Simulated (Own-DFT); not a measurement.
## Calculated data, AlN (wurtzite, atoms displaced)

A calculation, not a measurement: plane-wave PBE density functional theory by an unreviewed code, no spin, of a simulated periodic cell, stress positive in tension, free energy of the whole cell less one offset for each atom, forces on such cells passed a denser k mesh, this cell's mesh not checked; offsets are fitted by least squares, one for each functional and potential file, so energies compare only between cells with the same atoms and settings and are not formation energies; the far tail of each file's local potential was reset to the Coulomb form; each entry is a single point on an unrelaxed cell, so the pressure reflects the starting lattice, mostly measured values (interpolated for alloys), from which strain is counted, and rises with the displacements; printed positions are rounded, which can move forces by about a meV/angstrom; the program, named Own-DFT, is a retired in-house code; no spin-orbit coupling. Program: Own-DFT development build.

```xyz
128
Lattice="12.4480 0.0000 0.0000 -6.2240 10.7803 0.0000 0.0000 0.0000 9.9640" Properties=species:S:1:pos:R:3:force_x:R:1:force_y:R:1:force_z:R:1 formula=AlN functional=PBE potential_files=PseudoDojo_norm-conserving,scalar-relativistic,standard_set wave_cutoff=42 occupations=Fermi-Dirac smearing_width=0.1 hardware=one_NVIDIA_H100 k_mesh=2_x_2_x_2_centred_on_Gamma free_energy_of_cell_above_offsets=-24.031 pressure=11.87 stress_xx=-11.49 stress_yy=-10.51 stress_zz=-13.6 stress_yz=0.7 stress_xz=-0.23 stress_xy=-0.51 wall_time=410.4
Al     0.1787     1.6083     0.0711     -6.812      4.965     -1.846
Al     1.6269     0.9812     2.4519     -2.549     -1.667      1.208
N      0.0570     1.7736     1.7436     -1.082      0.793      5.516
N      1.4599     0.9136     4.4015     -0.214     -0.528      1.136
Al    -0.0488     1.8626     5.1837     -0.114     -1.826     -1.839
Al     1.7068     1.1482     7.4530     -4.252      -2.63      2.797
N      0.0753     1.8804     7.0602     -1.821     -1.538     -1.566
N      1.5116     0.8621     9.5499        7.1     -1.253     -4.806
Al    -1.5284     4.5543     0.0355      1.644     -1.143      0.097
Al     0.0571     3.5354     2.4935     -2.318     -1.802       0.19
N     -1.6887     4.5836     1.9543      3.998      0.286     -1.463
N     -0.0157     3.5519     4.4569      1.872     -0.338     -2.178
Al    -1.4124     4.4746     4.8560     -4.225      1.347      1.446
Al    -0.1273     3.6087     7.5510      4.133      0.227     -0.158
N     -1.3933     4.5832     6.8610     -4.019       0.26     -0.849
N      0.1479     3.5320     9.3541      -1.94      1.313      1.621
Al    -3.1977     7.1723     9.8248      1.326      1.941      2.071
Al    -1.4744     6.3164     2.6320     -0.243      0.331     -2.782
N     -2.9544     7.1699     1.8142     -2.156     -0.246      0.132
N     -1.6152     6.3667     4.3947      1.062     -0.147      2.426
Al    -3.1252     7.3161     5.1163     -0.387     -1.099     -8.059
Al    -1.7117     6.3387     7.3687      2.527     -0.446      0.807
N     -3.1666     7.3010     6.7449     -1.039      0.098        7.3
N     -1.6517     6.3220     9.4051     -0.553     -1.148     -2.628
Al    -4.7840     9.9145     9.9220      2.091     -0.514      1.705
Al    -3.0215     8.9170     2.4042     -3.114      1.051      0.527
N     -4.6534     9.9656     1.8611     -0.759     -2.832      0.571
N     -3.1235     9.0576     4.3154     -1.312     -1.253      0.702
Al    -4.7447     9.8835     5.0709      2.277      2.268     -1.891
Al    -3.1410     9.2276     7.4754      1.656     -1.671      0.724
N     -4.7039     9.9888     6.9015      1.133      0.556      0.514
N     -2.9669     9.1263     9.6004      -6.76     -3.911     -5.199
Al     3.1263     1.9324     0.0776       -1.8     -6.588      3.876
Al     4.8862     0.9878     2.4496     -8.338     -2.542      3.631
N      3.0972     1.8185     2.0979      3.037      1.162     -2.794
N      4.7197     1.0488     4.3773     -0.261     -2.297      0.393
Al     2.9742     1.7571     5.0485      2.312       0.79     -3.079
Al     4.6853     0.8981     7.4775     -2.431     -2.419      1.178
N      3.1772     1.7752     6.8750      2.194      1.015     -0.241
N      4.5958     1.0921     9.4233      -1.71     -4.617     -1.598
Al     1.5670     4.5235     0.0775       0.22     -2.352     -0.789
Al     3.0734     3.7025     2.4321      2.148     -2.914      2.529
N      1.5294     4.3524     1.9573     -0.783      3.729     -1.256
N      3.0007     3.5840     4.4289      3.558     -0.248     -0.779
Al     1.5976     4.4377     4.9605     -1.922      1.542     -0.118
Al     3.2982     3.5857     7.3874     -6.184     -1.752      1.736
N      1.6173     4.4565     6.7114     -0.507     -0.128      5.125
N      3.1882     3.4104     9.4135      -0.72      8.612      -3.45
Al    -0.1937     7.1417     0.0027       3.07      2.013      0.929
Al     1.4404     6.2666     2.5099      3.535     -1.825      1.323
N      0.1752     7.1698     1.8527     -5.289      1.931     -0.007
N      1.5497     6.2622     4.4117      0.169      0.359     -1.484
Al     0.0310     7.1768     5.0581      0.521     -0.164     -0.804
Al     1.5285     6.2718     7.6025      1.785      -2.49     -1.566
N      0.2411     7.2216     6.8789     -4.345      0.887      0.867
N      1.5413     6.2973     9.5469      -3.24      -1.58     -2.469
Al    -1.6243     9.9036     0.1669      5.016      2.985     -3.776
Al    -0.0899     9.1590     2.5111     -0.087      -3.31      0.742
N     -1.6516     9.8946     1.8397       2.69      1.695      4.522
N     -0.0365     8.9631     4.4909      0.903      0.212     -2.082
Al    -1.5864     9.7656     4.9352      0.347      3.497     -0.516
Al    -0.0475     8.9752     7.5119      2.516      0.237      0.031
N     -1.4535     9.8243     6.7433     -2.563      1.161      2.723
N      0.0367     8.9851     9.4267     -3.611     -1.464     -1.081
Al     6.0485     1.8062     9.8780      4.412      1.487      1.259
Al     7.6499     1.0617     2.5078      2.933     -2.152     -0.882
N      6.1219     1.9029     1.9140      4.787     -0.419     -3.928
N      7.7527     0.9686     4.3786      0.277       0.09      0.211
Al     6.2825     1.8391     5.1100     -2.301     -1.313     -1.888
Al     7.7283     0.9798     7.3789      0.599      -1.83      2.041
N      6.0786     1.6550     6.8972      4.083      3.763      0.397
N      7.6541     0.7377     9.4821      0.739      5.962      -1.71
Al     4.6915     4.5505     9.8184     -1.565     -3.025      4.577
Al     6.4028     3.4920     2.4438     -5.247      3.688      2.878
N      4.5907     4.4854     1.9035      2.185      1.617     -0.417
N      6.2704     3.5144     4.5250     -1.516       2.44     -1.137
Al     4.6379     4.6291     5.0782       -0.3     -3.112     -1.925
Al     6.2121     3.5556     7.5411      0.298      0.171     -5.174
N      4.4965     4.6456     6.9146      5.653     -4.505     -3.167
N      6.0676     3.6218     9.2074      3.649     -1.138      4.191
Al     3.0073     7.0074     0.0097      4.859      3.801      0.546
Al     4.5069     6.4937     2.7140      2.827     -4.412     -6.879
N      3.1617     7.1919     1.8726     -2.595      0.324      0.424
N      4.6600     6.3496     4.3802      1.132      0.171      2.374
Al     3.1757     7.1784     4.9098     -3.869      -0.43      2.872
Al     4.5675     6.1235     7.6101     -0.018       6.79     -5.359
N      3.0920     6.9254     6.7668      0.575      2.993      2.103
N      4.7083     6.1305     9.2177     -0.392      4.945      6.192
Al     1.4909     9.8302     9.8799      2.512     -1.163       1.83
Al     3.0097     8.8951     2.5596     -0.197      2.625     -1.283
N      1.4075     9.7954     1.8773      2.513       2.49      0.716
N      3.0211     8.9870     4.6320      0.323     -0.934     -3.295
Al     1.4924    10.0012     4.9176     -0.226     -1.259      2.253
Al     3.1463     8.9091     7.4839     -0.337       0.15     -0.975
N      1.6412     9.9948     6.9783     -1.294     -1.491     -1.352
N      3.1473     9.0374     9.3685     -0.669     -2.408      0.024
Al     9.3401     1.8758     9.9395       0.58     -3.582      1.363
Al    10.7425     0.8057     2.5570      4.088      2.816     -0.054
N      9.4957     1.7998     1.9583     -5.077      0.623     -3.176
N     10.8636     0.8906     4.2972      0.062     -0.328      4.229
Al     9.3089     1.8045     5.1315      1.058      0.754     -11.45
Al    10.7920     0.7927     7.5447       1.81      3.011      0.167
N      9.3701     1.7638     6.7024     -0.561      0.663      10.59
N     10.9640     0.9013     9.3799     -1.491      0.181     -0.024
Al     7.9444     4.5037     9.9118     -3.387      0.489      1.228
Al     9.4416     3.5216     2.3291     -2.317      0.969      3.403
N      7.7556     4.4087     1.9867      3.276      2.356      -3.68
N      9.3188     3.6381     4.2369      1.165     -0.964      2.028
Al     7.7730     4.4277     4.9298      1.486      0.491     -0.716
Al     9.2746     3.5141     7.4705      4.061      0.054     -0.513
N      7.9174     4.3299     6.8167     -4.174      2.947       0.46
N      9.4144     3.6060     9.3478     -0.309     -0.034     -0.379
Al     6.3318     7.3295     9.9564     -2.203     -1.019     -5.076
Al     7.7950     6.3729     2.4631      0.573     -1.723      -1.43
N      6.1197     7.1218     1.6173      0.537      0.898      8.083
N      7.7350     6.1994     4.2601     -0.512      2.482      2.322
Al     6.1592     7.2949     4.8289       2.33     -2.561       2.89
Al     7.6030     6.3551     7.3459       2.55     -1.653      0.445
N      6.1662     7.2354     6.8336     -1.017      0.411     -0.991
N      7.7184     6.3167     9.3094      0.861     -0.503     -0.949
Al     4.7220     9.8442     9.8702       -2.7      1.858      2.197
Al     6.2633     8.8495     2.5860      0.232      3.261     -4.447
N      4.5641    10.0433     1.9100      0.644     -7.216      -1.08
N      6.3157     9.0259     4.3514     -2.312     -1.259      0.772
Al     4.6367     9.7273     4.8756      0.582      4.251      1.844
Al     6.3157     9.0328     7.4907     -2.579     -0.004     -3.899
N      4.6475     9.9909     6.8907       1.13     -4.444     -1.847
N      6.1475     9.0563     9.1785      2.398      -1.72      4.227
```

Units: wave_cutoff in hartree; smearing_width, free_energy_of_cell_above_offsets in eV; pressure, stress_xx, stress_yy, stress_zz, stress_yz, stress_xz, stress_xy in GPa; wall_time in s; force_x, force_y, force_z in eV/Å.
